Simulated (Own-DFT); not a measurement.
Simulation results for Hf36O71 (tetragonal hafnia with one neutral oxygen vacancy, atoms displaced)

A calculation, not a measurement: plane-wave PBE and HSE06 DFT by an unreviewed code, no spin, of a simulated cell at Gamma alone, so results move with cell size and shape, stress positive in tension, energies less offsets, not probed for a lower state with spin; hafnium file: forces about 75 meV/angstrom off all-electron values; oxygen file: force components 24 meV/angstrom off all-electron in a glass; k mesh not checked against a denser one; forces and stress are PBE's, HSE06 gives the energy alone, and its difference from PBE has offsets of its own; offsets are fitted by least squares, one for each functional and potential file, so energies compare only between cells with the same atoms and settings and are not formation energies; the far tail of each file's local potential was reset to the Coulomb form; each entry is a single point on an unrelaxed cell, so the pressure reflects the starting lattice, taken from the Materials Project, from which strain is counted, and rises with the displacements; printed positions are rounded, which can move forces by about a meV/angstrom; the program is a retired in-house code; no spin-orbit coupling. Program: Own-DFT development build.

Common to all runs: first functional PBE; second functional HSE06; exact exchange share 0.25; screening 0.11 1/bohr; exchange divergence Gygi-Baldereschi; potential files PseudoDojo norm-conserving, scalar-relativistic, made for PBE, standard set; wave cutoff 48 hartree; occupations fixed; k mesh 1 x 1 x 1 centred on Gamma.

(1) Hf36O71 (tetragonal hafnia with one neutral oxygen vacancy, atoms displaced)

```
cell vectors (Å)
  10.7800     0.0000     0.0000
   0.0000    10.7800     0.0000
   0.0000     0.0000    10.4493
atoms (fractions of the cell vectors)
Hf  0.99855  0.99668  0.99505
Hf  0.16018  0.16463  0.24601
O   0.00104  0.16719  0.15132
O   0.16490  0.00163  0.34600
O   0.99698  0.16602  0.40409
O   0.16091  0.99568  0.09784
Hf  0.99975  0.00193  0.50050
Hf  0.16365  0.16519  0.74810
O   0.99447  0.16613  0.65076
O   0.16898  0.00435  0.84536
O   0.00599  0.16816  0.90295
O   0.17115  0.99404  0.59554
Hf  0.99583  0.33657  0.99548
Hf  0.16833  0.50447  0.24958
O   0.99840  0.49988  0.15292
O   0.16465  0.33176  0.34770
O   0.00803  0.50083  0.39904
O   0.16818  0.32994  0.10042
Hf  0.99286  0.33591  0.50286
Hf  0.16424  0.49808  0.74294
O   0.00142  0.49718  0.65184
O   0.16495  0.33441  0.84403
O   0.99587  0.49663  0.89965
O   0.16655  0.33498  0.59860
Hf  0.99970  0.66937  0.00098
Hf  0.16727  0.83460  0.25225
O   0.00185  0.82968  0.15128
O   0.16586  0.67062  0.34994
O   0.00255  0.83297  0.41079
O   0.16777  0.66535  0.09778
Hf  0.99640  0.66854  0.49924
Hf  0.16323  0.83410  0.75532
O   0.99833  0.83224  0.65591
O   0.17047  0.66641  0.85219
O   0.00072  0.83329  0.90310
O   0.16547  0.66483  0.59461
Hf  0.33212  0.00080  0.00648
Hf  0.49879  0.17192  0.24666
O   0.33519  0.16366  0.15007
O   0.49308  0.00172  0.35139
O   0.33003  0.16665  0.40415
O   0.50343  0.99615  0.09722
Hf  0.33358  0.00272  0.50020
Hf  0.49605  0.16650  0.74839
O   0.33509  0.16602  0.65179
O   0.50222  0.99961  0.84893
O   0.33604  0.16700  0.90286
O   0.50217  0.00058  0.59828
Hf  0.33439  0.33478  0.00341
Hf  0.50198  0.49827  0.25067
O   0.33329  0.50183  0.14740
O   0.49915  0.33442  0.34671
O   0.33378  0.50126  0.40285
O   0.50492  0.33314  0.09741
Hf  0.33505  0.33493  0.50043
Hf  0.49884  0.50072  0.75012
O   0.33379  0.49981  0.65406
O   0.49470  0.33295  0.84376
O   0.33275  0.49729  0.90274
O   0.49777  0.33320  0.59882
Hf  0.33301  0.66696  0.00211
Hf  0.49365  0.83559  0.24502
O   0.33212  0.83562  0.14527
O   0.50354  0.66657  0.34281
O   0.32656  0.82763  0.40604
O   0.49999  0.66610  0.09753
Hf  0.33085  0.66353  0.50267
Hf  0.50014  0.82959  0.75074
O   0.33277  0.83039  0.64918
O   0.49818  0.66727  0.84966
O   0.33052  0.83034  0.90127
O   0.49417  0.66128  0.60035
Hf  0.66722  0.99817  0.00270
Hf  0.83045  0.16500  0.24867
O   0.66362  0.16860  0.15501
O   0.83431  0.99809  0.34874
O   0.66997  0.16930  0.40489
O   0.82894  0.99853  0.09435
Hf  0.66675  0.00092  0.49792
Hf  0.83495  0.16336  0.75045
O   0.66821  0.16618  0.64936
O   0.83158  0.99988  0.85127
O   0.67199  0.16823  0.90286
O   0.83722  0.99983  0.59795
Hf  0.66201  0.33082  0.00141
Hf  0.83586  0.50046  0.24749
O   0.66349  0.49868  0.15365
O   0.82968  0.33342  0.34800
O   0.66145  0.49684  0.40069
O   0.83158  0.33530  0.09839
Hf  0.66705  0.33480  0.50000
Hf  0.83531  0.49903  0.74902
O   0.83439  0.32833  0.84879
O   0.66776  0.49818  0.90109
O   0.83168  0.33615  0.59533
Hf  0.66839  0.66348  0.99653
Hf  0.83226  0.83619  0.25262
O   0.66797  0.83760  0.15013
O   0.82968  0.66750  0.34825
O   0.67337  0.83391  0.39938
O   0.83409  0.66762  0.09838
Hf  0.66331  0.67003  0.49861
Hf  0.83267  0.83142  0.75165
O   0.66496  0.83054  0.64852
O   0.83187  0.66965  0.85051
O   0.66216  0.83509  0.90129
O   0.83550  0.66676  0.59464
```

The calculation gives: PBE energy of cell above offsets -101.049 eV; HSE06 less PBE above offsets -0.165 eV; PBE pressure 0.71 GPa; PBE stress xx -0.92 GPa; PBE stress yy 0.03 GPa; PBE stress zz -1.25 GPa; PBE stress yz 0.49 GPa; PBE stress xz 0.2 GPa; PBE stress xy -0.03 GPa.

Force:
```
element  x (eV/Å)  y (eV/Å)  z (eV/Å)
     Hf    -0.183     1.183      0.81
     Hf     0.883     1.294     0.797
      O     -1.42    -0.259    -0.026
      O    -0.007    -0.356    -0.015
      O    -0.086     0.325    -0.184
      O     0.603     0.268    -0.241
     Hf     0.493    -0.067     0.123
     Hf     0.494      1.11      0.09
      O     1.174     0.075    -0.027
      O    -0.369    -0.904     0.418
      O    -0.311    -0.659    -0.208
      O    -1.336     0.584     0.384
     Hf     0.709    -0.685     0.716
     Hf    -0.284    -0.888     0.456
      O      0.56     0.092    -0.465
      O     0.179     0.196    -0.473
      O    -0.869      0.04     0.469
      O    -0.348     0.204    -0.678
     Hf     1.854    -0.129    -1.274
     Hf     1.128     0.131     1.151
      O    -1.073     0.034    -0.366
      O    -0.016    -0.298     0.081
      O    -0.076     1.343     0.046
      O    -0.266    -0.181    -0.279
     Hf     0.445    -0.823     0.328
     Hf     -0.06    -0.105     0.149
      O    -0.553       0.1     0.374
      O    -0.052    -0.632    -0.714
      O    -0.265     0.442    -0.964
      O    -0.481    -0.016     0.362
     Hf     1.081    -0.475    -0.289
     Hf     1.493    -0.428     -0.85
      O     0.054    -0.082     0.344
      O    -0.774    -0.275    -0.697
      O      0.08      -0.1    -0.414
      O    -0.546    -0.191     0.643
     Hf     0.346    -0.022    -1.346
     Hf    -0.459    -0.839     1.072
      O    -0.293    -0.226     0.171
      O     0.422    -0.247    -0.801
      O     0.264     0.507     -0.09
      O    -0.903     0.162     0.482
     Hf     0.693     -0.67    -0.081
     Hf     0.795    -0.537     0.394
      O    -0.839    -0.093    -0.072
      O    -0.285     0.015    -0.304
      O    -0.185    -0.111     0.269
      O    -0.179    -0.039    -0.181
     Hf    -0.684     0.007    -0.871
     Hf    -0.344     0.937    -0.072
      O     0.343    -0.337     0.729
      O    -0.248     -0.55     0.108
      O    -0.097    -0.326    -0.376
      O    -1.508    -0.161     0.521
     Hf    -0.973    -0.412    -0.325
     Hf     0.231    -0.067      0.02
      O     -0.33    -0.126    -0.261
      O     0.536     0.121     0.477
      O     0.186     0.391     0.168
      O     0.792     0.425     -0.25
     Hf     0.062    -0.647    -0.906
     Hf     1.117    -0.198     0.435
      O    -0.205     0.062     0.798
      O     0.009     0.565     0.408
      O     0.529     1.026    -0.937
      O     0.346     0.314    -0.176
     Hf    -0.363     0.685     0.002
     Hf    -0.676     0.954    -0.006
      O     0.052     0.015      0.94
      O     0.307    -0.552    -0.101
      O     0.037     1.013     0.258
      O      1.46    -0.168    -0.247
     Hf    -0.732     0.007    -1.219
     Hf     0.569     0.558     0.368
      O     0.451    -0.155     -0.25
      O     0.133     0.663    -0.243
      O    -0.137    -0.753    -0.603
      O     1.545     0.303     0.822
     Hf    -0.094     0.188     0.655
     Hf    -1.459     0.023     0.255
      O     0.057    -0.005     0.501
      O      0.51    -0.434    -0.458
      O    -0.408    -0.255     0.373
      O    -0.896    -0.228     0.075
     Hf      1.45     0.049    -0.885
     Hf     -0.59    -0.098     0.283
      O     0.896     0.253    -0.312
      O     0.449     0.194    -0.171
      O      0.18     0.788     0.942
      O    -0.067    -0.145    -0.092
     Hf    -0.515    -0.195     0.191
     Hf    -0.767    -0.301     0.322
      O     0.353     0.863    -0.609
      O     0.045    -0.073    -0.314
      O    -0.419     0.682     0.828
     Hf    -0.535     0.618     0.567
     Hf     -0.41    -0.816    -0.579
      O    -0.283    -0.286     0.506
      O     0.371    -0.379    -0.146
      O    -0.431     0.419     0.213
      O    -0.297    -0.267    -0.226
     Hf    -0.081    -0.452    -0.118
     Hf    -0.609     0.583    -0.615
      O     0.387    -0.191     0.161
      O     0.119    -0.648    -0.357
      O     0.428    -0.704    -0.028
      O    -1.026    -0.547     0.739
```

(2) Hf36O71 (tetragonal hafnia with one neutral oxygen vacancy, atoms displaced)

```
cell vectors (Å)
  10.7800     0.0000     0.0000
   0.0000    10.7800     0.0000
   0.0000     0.0000    10.4493
atoms (fractions of the cell vectors)
Hf  0.99686  0.00072  0.00167
Hf  0.16391  0.16476  0.25183
O   0.00138  0.17107  0.15435
O   0.16410  0.99882  0.35014
O   0.00261  0.16631  0.40777
O   0.16663  0.00279  0.09912
Hf  0.99674  0.99924  0.49922
Hf  0.16628  0.16463  0.75426
O   0.99705  0.17120  0.64809
O   0.15929  0.00431  0.84383
O   0.00111  0.16583  0.90226
O   0.16845  0.00087  0.59437
Hf  0.00142  0.33356  0.99798
Hf  0.16870  0.49993  0.25500
O   0.00025  0.49642  0.15620
O   0.16959  0.32992  0.34815
O   0.00126  0.49920  0.40541
O   0.16547  0.33158  0.09426
Hf  0.99337  0.33494  0.49449
Hf  0.16853  0.49565  0.75087
O   0.99707  0.50306  0.65379
O   0.16695  0.32860  0.85073
O   0.99758  0.50100  0.90379
O   0.16539  0.33023  0.59733
Hf  0.99971  0.66344  0.99689
Hf  0.16757  0.83558  0.24528
O   0.99964  0.83525  0.15279
O   0.16810  0.66946  0.35114
O   0.00397  0.83360  0.40507
O   0.16794  0.66662  0.09861
Hf  0.99993  0.66615  0.50317
Hf  0.16673  0.83240  0.74834
O   0.99768  0.83225  0.65148
O   0.16821  0.66677  0.84502
O   0.00083  0.83429  0.90401
O   0.16463  0.66173  0.59788
Hf  0.33389  0.00880  0.99795
Hf  0.50654  0.16379  0.25099
O   0.33039  0.17031  0.15468
O   0.49834  0.99896  0.34747
O   0.32915  0.16816  0.39928
O   0.49905  0.00160  0.09663
Hf  0.33402  0.99650  0.49874
Hf  0.50391  0.16968  0.74699
O   0.33384  0.16135  0.65083
O   0.50086  0.99869  0.85158
O   0.33728  0.17354  0.90581
O   0.50013  0.00523  0.59633
Hf  0.33505  0.33831  0.00143
Hf  0.50263  0.49509  0.25175
O   0.33553  0.49292  0.15228
O   0.50040  0.33699  0.34779
O   0.33213  0.49958  0.40365
O   0.49757  0.33226  0.09726
Hf  0.33440  0.33109  0.49855
Hf  0.49807  0.49871  0.75111
O   0.33664  0.49933  0.65079
O   0.50263  0.33967  0.84871
O   0.33210  0.49512  0.89853
O   0.50019  0.32917  0.59786
Hf  0.33561  0.66429  0.00153
Hf  0.49183  0.83664  0.24788
O   0.33335  0.83271  0.15854
O   0.50087  0.66186  0.35152
O   0.33168  0.83081  0.39939
O   0.49874  0.66167  0.09993
Hf  0.33528  0.66724  0.49321
Hf  0.50058  0.83749  0.74814
O   0.33476  0.83492  0.65731
O   0.49618  0.66664  0.84856
O   0.33401  0.83647  0.89899
O   0.49827  0.67062  0.60390
Hf  0.67207  0.00466  0.99920
Hf  0.83708  0.17141  0.24962
O   0.67223  0.16209  0.15406
O   0.83264  0.00121  0.34603
O   0.66582  0.16853  0.40026
O   0.83309  0.00126  0.10281
Hf  0.66456  0.00115  0.50520
Hf  0.82949  0.16334  0.74802
O   0.65964  0.16171  0.65123
O   0.83538  0.99963  0.84469
O   0.66835  0.16946  0.90145
O   0.83367  0.00340  0.59655
Hf  0.67027  0.33516  0.00325
Hf  0.83153  0.49745  0.24872
O   0.66869  0.50214  0.15499
O   0.83543  0.32910  0.34824
O   0.66774  0.50251  0.40274
O   0.83543  0.33401  0.09598
Hf  0.66704  0.33221  0.49756
Hf  0.83525  0.49776  0.74702
O   0.67069  0.50895  0.65608
O   0.83313  0.33378  0.84539
O   0.66591  0.50224  0.90110
O   0.83525  0.33351  0.60029
Hf  0.66486  0.67149  0.99775
Hf  0.83478  0.82955  0.25333
O   0.66878  0.83631  0.15023
O   0.82853  0.66546  0.35018
O   0.66751  0.83460  0.39952
O   0.83153  0.66412  0.09877
Hf  0.67227  0.66628  0.50076
Hf  0.83022  0.83240  0.75332
O   0.66285  0.83238  0.64971
O   0.66735  0.82958  0.90055
O   0.83551  0.66455  0.59655
```

Results for Hf36O71 (tetragonal hafnia with one neutral oxygen vacancy, atoms displaced): PBE energy of cell above offsets -100.602 eV; HSE06 less PBE above offsets -0.115 eV; PBE pressure 0.87 GPa; PBE stress xx -0.4 GPa; PBE stress yy -0.77 GPa; PBE stress zz -1.44 GPa; PBE stress yz 0.39 GPa; PBE stress xz -0.02 GPa; PBE stress xy -0.06 GPa.

Force:
```
element  x (eV/Å)  y (eV/Å)  z (eV/Å)
     Hf     0.626    -0.223     0.066
     Hf     1.098     0.107     0.149
      O    -0.604    -0.189    -0.298
      O     0.264    -0.112    -0.554
      O    -0.282     0.116    -1.061
      O    -0.065    -0.276    -0.419
     Hf     0.941      0.12     0.167
     Hf    -0.427     0.816    -1.921
      O     0.058    -0.522     1.192
      O     0.542    -1.188     0.692
      O    -0.493     0.097     0.203
      O    -0.462    -0.343     0.154
     Hf     0.573    -0.297     0.132
     Hf    -0.046     -0.13    -0.255
      O      0.06     0.215         0
      O    -0.329     0.897    -0.281
      O    -0.107     0.464    -0.582
      O     0.025     0.351     0.182
     Hf     1.711    -0.899     1.514
     Hf      0.15      0.25    -0.894
      O     0.827    -0.328      0.03
      O    -0.356     0.886    -0.265
      O     -0.06    -0.212    -0.319
      O     0.141     0.597    -0.163
     Hf    -0.042     0.794     0.605
     Hf    -1.039    -0.212     1.024
      O    -0.013    -0.079     0.004
      O    -0.046    -0.455    -0.703
      O    -0.621    -0.443     -0.34
      O      0.09    -0.125    -0.166
     Hf     0.748     0.313    -0.093
     Hf    -0.041     0.088     0.079
      O    -0.154     0.131     0.494
      O    -0.112    -0.414     0.309
      O     -0.47    -0.345    -0.052
      O     0.719     0.367    -0.025
     Hf      0.05    -0.446     -0.01
     Hf    -1.467      0.36    -0.374
      O     0.863    -0.511     0.091
      O    -0.057     0.293      0.11
      O      0.69    -0.737     0.524
      O       0.3     0.168     0.224
     Hf    -0.858     1.066      0.19
     Hf    -2.097      0.03     1.012
      O     0.245     0.326     0.613
      O     0.311      0.98    -0.536
      O    -0.055     -0.92    -0.586
      O    -0.205    -0.551     0.269
     Hf    -0.727    -0.672     0.593
     Hf    -0.372     1.459    -0.369
      O    -0.439     0.411     0.116
      O     0.314    -1.325     0.367
      O    -0.166    -0.227    -0.383
      O     1.703    -0.187     0.312
     Hf    -1.222     -0.12     0.434
     Hf     0.587     1.419     -0.38
      O     -0.67    -0.302      0.19
      O     0.173     -1.37    -0.105
      O    -0.216     1.257     0.163
      O     0.728     0.146    -0.088
     Hf    -0.122     0.445    -1.006
     Hf     2.427    -1.093     0.686
      O    -0.349     0.018    -1.436
      O    -0.354     0.714    -0.502
      O      0.46     0.677     0.113
      O    -0.043     0.413    -0.132
     Hf      0.21    -0.629     1.373
     Hf    -0.735     -1.36     0.583
      O    -0.437     0.308    -1.037
      O    -0.013     0.192     0.321
      O    -0.401    -0.001      1.22
      O     0.224    -0.113    -1.089
     Hf    -0.765    -0.939     0.586
     Hf     0.261     -1.99     0.071
      O    -0.646     0.453    -0.484
      O      0.33     0.147     0.171
      O    -0.324    -0.127     0.259
      O     0.402     0.157    -1.056
     Hf     0.676    -0.839    -1.348
     Hf     1.301      0.95    -0.331
      O     1.903      0.28    -0.391
      O    -0.477     -0.06     0.699
      O     0.011    -0.108     0.061
      O    -0.849     0.048     0.385
     Hf    -0.741     0.767    -0.982
     Hf     0.591     0.941      0.08
      O     -0.32     -0.81    -0.265
      O    -0.198      1.17     0.378
      O     0.256    -1.359     0.155
      O    -0.387     -0.05     0.497
     Hf    -0.187     0.666     0.442
     Hf    -0.385     0.746     0.831
      O    -0.851    -0.619    -0.575
      O    -0.081    -0.475     0.172
      O     0.594    -0.004     0.798
      O    -1.513    -0.025    -0.557
     Hf    -0.048    -0.955     0.542
     Hf    -0.731     0.751    -0.193
      O    -0.624    -0.183      0.07
      O     0.449    -0.335    -0.217
      O     0.032     0.126     0.748
      O     0.542     0.034    -0.703
     Hf     -1.46     0.586     0.133
     Hf     0.508    -1.045    -0.488
      O      1.25     0.523     0.154
      O     0.681     1.162      -0.4
      O    -0.276     0.482     0.686
```
